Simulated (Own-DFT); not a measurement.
# How strain changes the stress of diamond silicon, 64 atoms (Si64)

Calculated results; nothing here was measured. They come from Own-DFT, an in-house plane-wave density functional program, since retired, whose code no person has reviewed. Each row is one single-point run on a periodic cell that was not relaxed, without spin or spin-orbit coupling.

Settings of every run: PBE; PseudoDojo norm-conserving scalar-relativistic files; cutoff 20 hartree; 3 x 3 x 3 k mesh centred on Gamma; Fermi-Dirac smearing of 0.1 eV.

Known limits: k mesh not checked against a denser one; stress not checked against mesh or cutoff.

Unstrained cell vectors in Å: (10.862, 0.000, 0.000); (0.000, 10.862, 0.000); (0.000, 0.000, 10.862). The unstrained cell has measured lattice constants (interpolated for alloys), not those of this functional. That, the random moves and any unrelaxed bonds set the pressure at no strain. Each run strains this cell uniformly, with the atoms carried along. Every atom was also moved at random, by a Gaussian of width 0.05 Å on each axis. Strain is the symmetric tensor, in per cent. Stress is positive in tension, and the pressure is minus a third of its trace.

| run | e_xx (%) | e_yy (%) | e_zz (%) | e_yz (%) | e_xz (%) | e_xy (%) | s_xx (GPa) | s_yy (GPa) | s_zz (GPa) | s_yz (GPa) | s_xz (GPa) | s_xy (GPa) | P (GPa) | E (meV/atom) |
|---|---|---|---|---|---|---|---|---|---|---|---|---|---|---|
| 1 | -1.34 | 1.61 | 1.87 | -0.22 | -1.19 | -0.06 | -2.32 | 0.20 | 0.28 | -0.35 | -2.66 | 0.09 | 0.61 | 9.3 |
| 2 | 1.89 | 1.80 | -1.82 | -0.97 | -1.68 | 0.09 | 0.03 | 0.11 | -3.04 | -2.60 | -3.44 | 0.08 | 0.97 | 16.1 |
| 3 | -1.63 | 0.21 | 1.61 | 0.78 | -1.85 | 1.57 | -3.93 | -2.43 | -0.99 | 1.16 | -3.98 | 2.95 | 2.45 | 16.8 |
| 4 | 0.84 | -1.68 | 0.14 | -1.70 | -1.61 | -0.74 | -2.66 | -4.82 | -3.28 | -4.21 | -3.71 | -2.36 | 3.59 | 28.2 |
| 5 | -1.72 | 0.79 | 0.67 | 0.03 | 0.77 | 0.74 | -4.15 | -1.92 | -2.09 | -0.49 | 1.69 | 2.33 | 2.72 | 0.8 |
| 6 | 1.82 | 0.43 | 0.54 | 0.02 | 0.46 | 1.33 | 0.96 | -0.33 | -0.23 | 0.29 | 0.52 | 2.33 | -0.13 | 0.0 |
| 7 | -0.62 | -0.94 | -0.29 | -0.50 | 1.84 | 0.96 | -4.52 | -4.87 | -4.21 | -0.37 | 3.69 | 1.52 | 4.53 | 25.0 |
| 8 | -1.62 | -1.78 | -0.93 | 1.79 | -0.02 | -0.46 | -7.52 | -7.81 | -7.07 | 4.56 | -0.22 | -1.25 | 7.47 | 43.8 |
| 9 | -1.90 | 0.63 | 0.24 | 0.95 | 0.70 | 0.76 | -5.06 | -2.94 | -3.17 | 2.43 | 0.85 | 1.99 | 3.72 | 23.8 |
| 10 | -0.01 | -1.60 | -0.07 | -1.53 | -1.48 | 0.45 | -4.17 | -5.57 | -4.21 | -3.92 | -2.78 | 1.45 | 4.65 | 37.3 |
| 11 | 0.44 | 0.16 | -1.03 | -0.78 | -0.54 | 1.13 | -2.44 | -2.83 | -3.78 | -0.75 | -1.26 | 2.62 | 3.02 | 9.7 |
| 12 | 1.38 | 0.65 | -0.01 | 1.67 | 0.96 | 1.04 | -0.17 | -0.74 | -1.31 | 3.02 | 1.95 | 1.81 | 0.74 | 6.2 |
| 13 | -1.75 | -1.28 | -1.53 | -0.15 | -0.83 | 0.11 | -7.79 | -7.37 | -7.55 | -0.71 | -2.57 | -0.61 | 7.57 | 39.7 |
| 14 | -0.32 | -0.52 | 0.80 | 1.13 | 1.04 | 0.14 | -3.01 | -3.10 | -1.90 | 2.13 | 1.92 | -0.41 | 2.67 | 13.5 |
| 15 | 1.31 | 0.42 | -0.22 | -0.55 | -1.87 | -0.67 | -0.78 | -1.48 | -2.09 | -1.44 | -4.54 | -2.25 | 1.45 | 17.4 |
| 16 | -1.90 | 1.27 | 1.37 | 0.41 | -0.14 | 1.67 | ? | ? | ? | ? | ? | ? | ? | ? |

E is the free energy for each atom above the lowest run shown.

## Worked fit

Each stress component was fitted by least squares to a constant and the strains of the runs shown, as fractions, with shears doubled. Shear strains stay in the fit of a normal stress only where such slopes are resolved. The slopes, in GPa:

| stress | at no strain | per e_xx | per e_yy | per e_zz | scatter |
|---|---|---|---|---|---|
| s_xx | -2.8 | 156 ± 3 | 77 ± 4 | 78 ± 5 | 0.17 |
| s_yy | -2.8 | 72 ± 3 | 166 ± 4 | 77 ± 4 | 0.15 |
| s_zz | -2.8 | 70 ± 4 | 78 ± 5 | 164 ± 5 | 0.19 |

Each shear stress against twice its own strain: yz 106 ± 10, xz 104 ± 5, xy 113 ± 11 GPa. These are stiffnesses along x, y and z of the frame in which the cell vectors are given, which need not be the crystal's axes. The atoms are held to the strained lattice; where symmetry lets them move under strain, relaxing them would lower some slopes. The table should be nearly symmetric about its diagonal, and what it lacks of that shows the noise. A ninth of its sum, 104 ± 2 GPa, estimates the bulk modulus near the mean pressure of these runs, 3.1 GPa, so it lies above the value at zero pressure.

## Withheld run

Question: what normal stresses and pressure should run 16 give?

The fit gives s_xx = -3.7, s_yy = -1.0, s_zz = -0.9 and P = 1.8 GPa. The calculation gave -3.84, -1.16, -0.94 and P = 1.98 GPa.
